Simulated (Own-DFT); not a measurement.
Simulation results for GaP (zincblende, strongly disordered by large displacements), InAs (zincblende, strongly disordered by large displacements)

All values are calculated (Own-DFT development build). A calculation, not a measurement: plane-wave PBE density functional theory by an unreviewed code, no spin, of a simulated periodic cell, stress positive in tension, free energy of the whole cell less one offset for each atom, forces on such cells passed a denser k mesh, this cell's mesh not checked; broken bonds can close the gap or carry spin, so checks made on this kind of crystal may not hold here; offsets are fitted by least squares, one for each functional and potential file, so energies compare only between cells with the same atoms and settings and are not formation energies; the far tail of each file's local potential was reset to the Coulomb form; each entry is a single point on an unrelaxed cell, so the pressure reflects the starting lattice, mostly measured values (interpolated for alloys), from which strain is counted, and rises with the displacements; printed positions are rounded, which can move forces by about a meV/angstrom; the program, named Own-DFT, is a retired in-house code; no spin-orbit coupling.

Common to all runs: functional PBE; potential files PseudoDojo norm-conserving, scalar-relativistic, standard set; wave cutoff 42 hartree; occupations Fermi-Dirac; smearing width 0.1 eV; k mesh 3 x 3 x 3 centred on Gamma.

(1) GaP (zincblende, strongly disordered by large displacements)

```
cell vectors (Å)
  10.9010     0.0000     0.0000
   0.0000    10.9010     0.0000
   0.0000     0.0000    10.9010
atoms (fractions of the cell vectors)
Ga  0.99945  0.98303  0.98830
Ga  0.02510  0.24726  0.23313
Ga  0.23499  0.98608  0.28586
Ga  0.26470  0.23712  0.00312
P   0.08940  0.07016  0.13716
P   0.13491  0.34686  0.37399
P   0.33681  0.14403  0.37519
P   0.38824  0.35163  0.14145
Ga  0.99904  0.96650  0.47563
Ga  0.02505  0.26712  0.72364
Ga  0.23480  0.00491  0.75177
Ga  0.22983  0.25558  0.52089
P   0.09127  0.13000  0.63503
P   0.11705  0.38832  0.90632
P   0.36887  0.12610  0.86953
P   0.37121  0.41149  0.60079
Ga  0.00266  0.46317  0.01421
Ga  0.97899  0.73676  0.22680
Ga  0.25163  0.47370  0.27645
Ga  0.20602  0.72828  0.99183
P   0.13654  0.63269  0.12193
P   0.10428  0.84624  0.37474
P   0.40031  0.61115  0.38761
P   0.39702  0.90230  0.13611
Ga  0.00066  0.51947  0.51111
Ga  0.98726  0.77742  0.74220
Ga  0.24226  0.47930  0.74708
Ga  0.27817  0.74584  0.49380
P   0.11318  0.60676  0.65780
P   0.12474  0.87763  0.86931
P   0.37017  0.64686  0.87139
P   0.36677  0.88007  0.61994
Ga  0.51282  0.00449  0.04024
Ga  0.52218  0.25543  0.25504
Ga  0.76368  0.02287  0.26455
Ga  0.71512  0.25360  0.98722
P   0.63892  0.12655  0.10420
P   0.61437  0.36264  0.38853
P   0.87348  0.13052  0.39224
P   0.90359  0.33349  0.14446
Ga  0.48995  0.98050  0.48951
Ga  0.50441  0.28973  0.73269
Ga  0.76680  0.01433  0.73318
Ga  0.76021  0.23838  0.49956
P   0.65286  0.11554  0.61441
P   0.61017  0.37079  0.91252
P   0.88137  0.11199  0.88575
P   0.88963  0.35587  0.59229
Ga  0.51361  0.49516  0.02841
Ga  0.51303  0.72911  0.25327
Ga  0.76835  0.47489  0.24578
Ga  0.75911  0.76013  0.00776
P   0.59812  0.61762  0.11890
P   0.63385  0.88365  0.34040
P   0.85470  0.62481  0.38501
P   0.88253  0.85414  0.10740
Ga  0.53374  0.48894  0.50727
Ga  0.52960  0.71130  0.74415
Ga  0.77431  0.48606  0.74577
Ga  0.75139  0.76771  0.49042
P   0.62842  0.61960  0.57439
P   0.62325  0.83739  0.87020
P   0.88574  0.64609  0.89150
P   0.86614  0.84534  0.63711
```

* hardware: one NVIDIA H100
* free energy of cell above offsets: 3.180 eV
* pressure: 11.29 GPa
* stress xx: -10.97 GPa
* stress yy: -11.83 GPa
* stress zz: -11.08 GPa
* stress yz: -1.3 GPa
* stress xz: -1.25 GPa
* stress xy: 0.14 GPa
* wall time: 601.9 s

Force:
```
element  x (eV/Å)  y (eV/Å)  z (eV/Å)
     Ga    -1.188    -0.376    -0.633
     Ga     4.976    -5.765     4.533
     Ga     0.547     0.153    -1.926
     Ga    -1.586     0.264     0.835
      P      3.13     2.411     1.875
      P    -2.534     2.088     0.479
      P     2.432    -0.861     0.507
      P    -1.707     1.836    -1.119
     Ga    -2.774      2.83      3.09
     Ga    -3.356     5.017      5.96
     Ga     1.028      0.88    -0.837
     Ga      1.68    -1.307     1.242
      P     4.224     -6.79    -4.017
      P     6.519    -5.425    -6.629
      P     1.738    -0.257    -0.829
      P    -0.815     -2.43     1.285
     Ga    -5.301     5.805     4.301
     Ga      1.27    -1.914     2.368
     Ga     2.092     2.037    -1.759
     Ga     4.622     4.171    -5.491
      P    -3.085    -5.751     6.438
      P      2.81    -2.739    -1.351
      P    -1.527    -0.217     -1.07
      P    -4.609    -4.474     3.558
     Ga    -0.248    -0.629    -1.466
     Ga     6.023    -4.828     5.295
     Ga     0.841     1.384     2.542
     Ga    -1.854    -0.719      0.39
      P     0.015     2.323    -1.473
      P    -0.035    -0.892    -0.524
      P    -0.285    -2.403     0.299
      P     0.507    -0.366     1.578
     Ga    -0.229    -0.246    -5.516
     Ga    -1.299    -2.985    -0.842
     Ga    -0.133    -0.712    -2.717
     Ga     8.017    -4.201     1.223
      P     1.589      0.21     5.454
      P     3.937    -1.114     -0.99
      P     3.945    -1.752    -2.442
      P    -8.065     5.206    -5.054
     Ga     0.593     1.783    -1.033
     Ga    -0.341    -1.937     0.524
     Ga     1.039    -2.205     2.811
     Ga    -2.794     1.624     0.234
      P    -4.479     0.926    -0.281
      P    -2.808     4.841    -7.019
      P    -1.448     2.209    -1.555
      P     0.152     2.558     2.246
     Ga    -6.506    -3.757      -3.5
     Ga    -1.651     2.382     0.533
     Ga    -1.077      0.67     0.482
     Ga     -4.35    -3.047    -2.252
      P     7.469     4.213     3.038
      P    -0.901    -0.908     2.239
      P     1.918    -0.939    -1.914
      P     0.429     4.716      2.45
     Ga    -4.924    -3.008    -2.302
     Ga    -1.398     0.132    -0.815
     Ga    -0.099      0.87      0.28
     Ga    -1.201     0.507    -1.231
      P     4.524     5.267     5.838
      P     0.723      3.31     0.563
      P     0.339    -2.935    -0.833
      P    -4.518     5.266    -5.071
```

(2) GaP (zincblende, strongly disordered by large displacements)

```
cell vectors (Å)
  10.9010     0.0000     0.0000
   0.0000    10.9010     0.0000
   0.0000     0.0000    10.9010
atoms (fractions of the cell vectors)
Ga  0.95463  0.01341  0.96945
Ga  0.01148  0.25930  0.22467
Ga  0.27297  0.98748  0.23069
Ga  0.28988  0.23501  0.03160
P   0.13999  0.13304  0.17543
P   0.12436  0.36624  0.39619
P   0.33660  0.08533  0.37487
P   0.35733  0.39673  0.09625
Ga  0.02977  0.98258  0.49816
Ga  0.02996  0.23957  0.84264
Ga  0.26026  0.99719  0.72735
Ga  0.23257  0.24294  0.48547
P   0.11349  0.14640  0.58667
P   0.08111  0.42644  0.84401
P   0.37023  0.09857  0.92777
P   0.39822  0.37296  0.61162
Ga  0.04572  0.50834  0.00808
Ga  0.03540  0.74621  0.19595
Ga  0.28055  0.42609  0.30207
Ga  0.25547  0.76570  0.98038
P   0.14784  0.62256  0.11260
P   0.14946  0.87647  0.31478
P   0.43557  0.57696  0.36106
P   0.34419  0.88425  0.09420
Ga  0.99456  0.46833  0.48037
Ga  0.96798  0.77275  0.83643
Ga  0.24524  0.43724  0.74354
Ga  0.22654  0.72855  0.50530
P   0.18518  0.64366  0.70198
P   0.11614  0.86222  0.90658
P   0.40539  0.55071  0.82208
P   0.39054  0.90878  0.62690
Ga  0.54367  0.03534  0.94006
Ga  0.48057  0.23192  0.24199
Ga  0.72790  0.98041  0.24653
Ga  0.74514  0.23902  0.96556
P   0.65706  0.15498  0.10299
P   0.65394  0.38354  0.38051
P   0.91049  0.13279  0.34245
P   0.89795  0.36193  0.07367
Ga  0.52066  0.98052  0.41723
Ga  0.50178  0.25364  0.70465
Ga  0.76343  0.01096  0.73967
Ga  0.72717  0.23445  0.53683
P   0.61443  0.07356  0.64607
P   0.62918  0.40829  0.83815
P   0.87510  0.13891  0.85793
P   0.84226  0.34458  0.62735
Ga  0.49553  0.48935  0.98271
Ga  0.48011  0.76264  0.26676
Ga  0.72417  0.54860  0.26116
Ga  0.72833  0.72982  0.98048
P   0.61632  0.65754  0.11127
P   0.64690  0.85834  0.36182
P   0.87447  0.58043  0.37003
P   0.84584  0.86593  0.15863
Ga  0.50427  0.48443  0.50803
Ga  0.49676  0.70747  0.77781
Ga  0.71417  0.46550  0.68574
Ga  0.78059  0.75906  0.50633
P   0.60927  0.63129  0.62056
P   0.60554  0.88200  0.85722
P   0.86976  0.59896  0.91908
P   0.91111  0.88929  0.60814
```

- hardware: one NVIDIA H100
- free energy of cell above offsets: 25.856 eV
- pressure: 15.62 GPa
- stress xx: -17.55 GPa
- stress yy: -15.78 GPa
- stress zz: -13.53 GPa
- stress yz: -0.56 GPa
- stress xz: 1.9 GPa
- stress xy: 0.73 GPa
- wall time: 617.4 s

Force:
```
element  x (eV/Å)  y (eV/Å)  z (eV/Å)
     Ga     2.713    -4.508      4.88
     Ga    -2.685      3.26     0.137
     Ga    -0.311     1.767    -2.043
     Ga    -3.356    -1.516      0.82
      P     2.032    -1.285    -3.836
      P    -1.336    -0.042    -3.587
      P     4.062      3.07     2.688
      P     0.388     1.713     2.945
     Ga     2.147     1.953    -4.707
     Ga     3.467     0.498    -1.018
     Ga     -3.29     2.292     2.521
     Ga     6.128    -0.411     0.367
      P    -2.477    -2.448     5.797
      P    -0.239    -0.817    -3.234
      P    -3.385    -0.851    -3.858
      P     -6.79    -1.235    -1.125
     Ga     -3.28    -0.851     1.681
     Ga    -3.578     2.616     2.199
     Ga     3.032     2.878    -2.376
     Ga     1.259    -5.602    -0.233
      P     5.237    -0.568     1.206
      P    -3.804    -3.484     5.019
      P    -3.424     1.986    -3.094
      P     5.962      0.08    -0.186
     Ga    -2.996     1.368      4.02
     Ga    -2.952    -2.819    -2.514
     Ga     1.515     0.674    -1.723
     Ga     0.777     0.552    -0.407
      P    -0.708      0.16    -0.935
      P    -0.685     6.218    -1.749
      P     -2.84    -0.881     0.235
      P     2.391    -3.463    -2.483
     Ga     2.306      2.43     3.564
     Ga     0.827     0.842     0.225
     Ga     1.142     6.828    -1.394
     Ga     0.873     4.795    -2.459
      P    -3.823    -3.728      4.28
      P    -1.761    -1.916     -0.25
      P    -2.594     -2.25     2.449
      P     0.032     0.707     1.073
     Ga    -3.883     3.569     3.677
     Ga     3.446    -3.664      3.99
     Ga     3.023    -2.784     0.843
     Ga    -2.374    -3.351    -3.944
      P    -3.922     2.684    -3.794
      P    -2.164    -4.259     5.019
      P    -3.813    -0.569    -3.189
      P     7.592     0.946     1.241
     Ga     2.541     0.964     2.537
     Ga    -0.763     -0.47    -1.908
     Ga    -2.524    -1.317    -2.662
     Ga     2.202       3.4    -1.577
      P     -3.82     -2.76     3.019
      P     0.818    -5.161     1.797
      P      2.48     3.958     1.037
      P     3.789    -2.647      -4.5
     Ga     4.187     1.124    -0.097
     Ga     1.015     4.798    -1.492
     Ga     0.428     4.512    -1.803
     Ga    -0.342    -1.737    -0.071
      P     2.014     1.647     -1.12
      P     3.263    -4.717     -1.69
      P      0.02     0.381    -2.155
      P    -3.189    -2.562     3.945
```

(3) InAs (zincblende, strongly disordered by large displacements)

```
cell vectors (Å)
  12.1166     0.0000     0.0000
   0.0000    12.1166     0.0000
   0.0000     0.0000    12.1166
atoms (fractions of the cell vectors)
In  0.00460  0.00775  0.01832
In  0.02305  0.23729  0.23873
In  0.29236  0.98566  0.25737
In  0.26236  0.25504  0.00006
As  0.11771  0.12861  0.15009
As  0.12656  0.36093  0.36209
As  0.37265  0.10642  0.38245
As  0.35492  0.38122  0.12410
In  0.98250  0.00017  0.54331
In  0.99828  0.22772  0.76692
In  0.27197  0.00534  0.70678
In  0.29174  0.25699  0.50899
As  0.13671  0.11563  0.59540
As  0.12372  0.37476  0.87284
As  0.37903  0.10871  0.88977
As  0.39845  0.39490  0.61241
In  0.01512  0.47720  0.02092
In  0.99688  0.72504  0.21428
In  0.23280  0.51407  0.23626
In  0.26554  0.77613  0.99828
As  0.13434  0.64502  0.11495
As  0.14922  0.90464  0.39566
As  0.38210  0.63521  0.36982
As  0.38111  0.89417  0.12900
In  0.98078  0.47409  0.50777
In  0.99427  0.79216  0.73556
In  0.24305  0.51997  0.76696
In  0.25076  0.77137  0.52171
As  0.10105  0.59683  0.62889
As  0.10932  0.86096  0.87944
As  0.39064  0.63038  0.84722
As  0.39980  0.89391  0.62617
In  0.51267  0.01551  0.00385
In  0.50375  0.23681  0.26380
In  0.75660  0.97986  0.28255
In  0.76592  0.24113  0.97097
As  0.65546  0.11750  0.11875
As  0.66306  0.36079  0.37186
As  0.85787  0.13168  0.41290
As  0.88293  0.35961  0.12936
In  0.50460  0.96906  0.50168
In  0.50936  0.28260  0.75099
In  0.76574  0.00328  0.76680
In  0.76762  0.26347  0.51810
As  0.59753  0.11957  0.63551
As  0.62888  0.37477  0.88038
As  0.86228  0.11795  0.85714
As  0.89930  0.36753  0.60313
In  0.50830  0.50305  0.02474
In  0.51578  0.74092  0.25259
In  0.73800  0.47983  0.25962
In  0.77442  0.76882  0.98943
As  0.59133  0.62830  0.09782
As  0.64237  0.87071  0.36183
As  0.85846  0.58756  0.36557
As  0.90440  0.86179  0.12217
In  0.52375  0.48129  0.51504
In  0.50565  0.72276  0.76096
In  0.74411  0.51713  0.75901
In  0.71948  0.76340  0.50534
As  0.64002  0.62432  0.59348
As  0.65067  0.83810  0.86188
As  0.89194  0.64999  0.90399
As  0.86485  0.88979  0.63841
```

- hardware: one NVIDIA H200
- free energy of cell above offsets: 10.617 eV
- pressure: 11.53 GPa
- stress xx: -11.56 GPa
- stress yy: -12.68 GPa
- stress zz: -10.37 GPa
- stress yz: -0.16 GPa
- stress xz: 1.88 GPa
- stress xy: -3.91 GPa
- wall time: 1147 s

Force:
```
element  x (eV/Å)  y (eV/Å)  z (eV/Å)
     In     0.641     0.527    -1.334
     In    -7.092     5.815     5.748
     In    -5.127     1.407     1.832
     In    -1.299    -1.535    -0.808
     As     7.191    -7.232    -6.197
     As     1.233     1.512      1.78
     As     2.353     2.013     1.588
     As     2.173     0.275     1.171
     In     1.576     1.808     -4.23
     In     2.371      1.57    -2.487
     In    -2.521     1.989     3.646
     In     -2.03    -0.342    -1.393
     As     0.618     2.309     1.442
     As      0.51    -0.835     -0.02
     As    -1.368     1.665    -2.346
     As    -4.611    -1.588      4.29
     In    -0.341     1.669    -0.511
     In    -1.235    -1.038     5.276
     In       0.8    -0.413     1.913
     In     0.102    -0.784    -0.831
     As     2.466    -1.866    -2.693
     As    -1.816    -0.553     -0.36
     As    -0.795    -1.004     1.419
     As     3.661    -3.333    -3.626
     In     7.067      8.28    -9.001
     In     1.595    -4.632     1.002
     In    -0.768    -0.895    -1.269
     In    -0.018    -1.776    -0.463
     As     0.727     2.666     0.087
     As     1.832     2.164       0.8
     As     -6.09    -4.673      6.92
     As    -0.723     -6.44     3.579
     In     1.408    -1.494     0.222
     In     0.474     0.314     -0.67
     In     5.671     5.519    -4.232
     In    -1.025     1.867     2.848
     As    -0.098     0.258     1.102
     As    -5.108    -3.536     3.049
     As     2.551    -2.976    -2.975
     As    -1.291    -0.222    -0.181
     In     3.629     3.714     -4.56
     In    -1.249    -2.439    -0.257
     In    -7.092     -3.91    -3.471
     In    -4.348    -1.466     1.238
     As      1.79     0.274    -0.025
     As      0.57     1.509     1.009
     As     5.067     2.182     4.443
     As     -4.87    -6.815     11.47
     In    -6.301    -9.059    -5.457
     In    -1.083      0.27    -0.392
     In     0.976     2.911    -6.145
     In     -1.44     0.143     3.584
     As     7.947     8.575     5.096
     As    -5.759    -3.071     1.982
     As     2.327     3.667     1.251
     As    -3.324     3.222     0.395
     In     2.955      2.25     -5.62
     In     6.457     5.547    -6.133
     In     1.527     0.382      0.26
     In     4.377     1.808     -1.11
     As     -1.78    -2.709     4.406
     As    -2.465     3.049    -1.216
     As     2.498    -4.063    -3.004
     As    -4.073    -2.434    -1.828
```

(4) InAs (zincblende, strongly disordered by large displacements)

```
cell vectors (Å)
  12.1166     0.0000     0.0000
   0.0000    12.1166     0.0000
   0.0000     0.0000    12.1166
atoms (fractions of the cell vectors)
In  0.98529  0.98991  0.00495
In  0.00324  0.27840  0.24186
In  0.26724  0.99639  0.24433
In  0.23194  0.27683  0.00210
As  0.12203  0.14935  0.13585
As  0.12676  0.40416  0.35696
As  0.34541  0.11670  0.39153
As  0.34993  0.35999  0.11253
In  0.96719  0.01209  0.50405
In  0.98822  0.27417  0.76218
In  0.23568  0.00467  0.74534
In  0.24813  0.26143  0.48766
As  0.13441  0.14612  0.63467
As  0.12437  0.38014  0.87879
As  0.38533  0.09480  0.84151
As  0.36713  0.37770  0.63548
In  0.97779  0.50851  0.99821
In  0.01040  0.77661  0.23271
In  0.23038  0.52455  0.24372
In  0.24755  0.73389  0.00877
As  0.11880  0.59941  0.12677
As  0.14974  0.89092  0.38555
As  0.39185  0.63727  0.39315
As  0.37512  0.87610  0.12052
In  0.02577  0.48760  0.49107
In  0.98673  0.73948  0.75098
In  0.25001  0.50508  0.76573
In  0.21684  0.74133  0.51065
As  0.11233  0.61816  0.61435
As  0.13427  0.89445  0.86581
As  0.37768  0.64833  0.91075
As  0.37231  0.88446  0.63644
In  0.51993  0.00018  0.99854
In  0.50168  0.25321  0.24050
In  0.73829  0.00077  0.24406
In  0.73365  0.26105  0.00204
As  0.61484  0.11346  0.11048
As  0.63127  0.37001  0.37333
As  0.89155  0.13716  0.36041
As  0.86383  0.37731  0.14034
In  0.52387  0.00393  0.49552
In  0.47151  0.25269  0.74124
In  0.73309  0.99788  0.73714
In  0.72761  0.22937  0.51806
As  0.61578  0.15287  0.61674
As  0.66080  0.38554  0.87410
As  0.86254  0.12400  0.86738
As  0.86604  0.36065  0.61462
In  0.50107  0.52118  0.99884
In  0.51147  0.75204  0.25427
In  0.74735  0.48980  0.24589
In  0.73371  0.77747  0.99622
As  0.59625  0.64120  0.15232
As  0.62619  0.88658  0.37620
As  0.88527  0.62533  0.33884
As  0.86924  0.86504  0.13359
In  0.48684  0.48442  0.52922
In  0.46803  0.72687  0.76375
In  0.75420  0.49275  0.75832
In  0.71707  0.73205  0.49280
As  0.63268  0.65286  0.63835
As  0.60798  0.86608  0.87186
As  0.86994  0.62806  0.87880
As  0.88148  0.85531  0.66212
```

* hardware: one NVIDIA H200
* free energy of cell above offsets: -1.765 eV
* pressure: 8.71 GPa
* stress xx: -8.37 GPa
* stress yy: -8.14 GPa
* stress zz: -9.61 GPa
* stress yz: 1.9 GPa
* stress xz: 1.19 GPa
* stress xy: 0.47 GPa
* wall time: 1158 s

Force:
```
element  x (eV/Å)  y (eV/Å)  z (eV/Å)
     In     0.722     1.375    -0.551
     In     0.636    -0.839     1.073
     In     -1.16     0.901    -0.512
     In    -1.509    -4.758    -2.045
     As     0.279    -2.244    -1.011
     As     1.548    -3.924    -0.189
     As     3.185    -0.326    -0.601
     As     4.913     3.829     3.687
     In     1.865    -1.082     1.347
     In     0.142     -1.71    -0.593
     In     0.461     0.696    -2.162
     In    -1.282      1.04      0.63
     As    -1.966     0.531    -0.804
     As    -1.956     1.854    -0.847
     As     1.205     1.308     2.629
     As    -2.997     0.174    -0.001
     In     0.688    -1.571     0.679
     In      2.54    -1.615     2.385
     In     7.226    -1.416     3.441
     In    -4.156     3.444     2.328
     As    -4.076     4.632    -4.399
     As    -2.358      0.06    -0.553
     As     -1.61    -0.699     0.104
     As     0.917    -0.613    -0.398
     In     -4.59     0.904     1.586
     In     4.794    -2.747     2.834
     In    -0.002     1.129    -0.252
     In     3.557     1.789    -1.377
     As    -0.457    -0.913     3.736
     As    -2.244    -3.337     2.746
     As     0.219    -3.611    -2.177
     As     0.351    -1.222    -1.045
     In    -3.804    -2.094    -2.545
     In    -1.134    -0.412     0.573
     In      1.57     0.981     0.145
     In     2.019    -2.447     1.409
     As     2.184     3.428      2.98
     As     -1.03    -0.153     1.029
     As    -2.227    -0.036     0.071
     As     0.297     -0.79    -3.454
     In    -3.048     1.087      1.44
     In     1.887    -1.008     2.113
     In     0.126     0.085     0.622
     In     8.623     5.405    -8.279
     As    -7.131    -6.361     7.101
     As    -5.973    -1.056     1.505
     As    -0.012     0.239     0.733
     As     0.609     1.658    -0.302
     In     1.235    -2.751     1.271
     In    -5.335     5.885     4.933
     In    -1.774     2.664      1.27
     In     0.924    -2.141     1.196
     As     6.069    -6.204    -6.185
     As     0.816    -1.279    -0.783
     As    -0.293     0.246     1.963
     As    -1.839     1.532    -1.426
     In     2.857     2.601     -2.62
     In     1.662     2.641    -3.388
     In      2.58     3.123    -4.224
     In     3.839     1.506    -3.387
     As    -2.485    -3.569     3.617
     As    -0.295     0.501    -2.088
     As    -1.368     0.868     0.211
     As    -4.436     4.814    -5.189
```
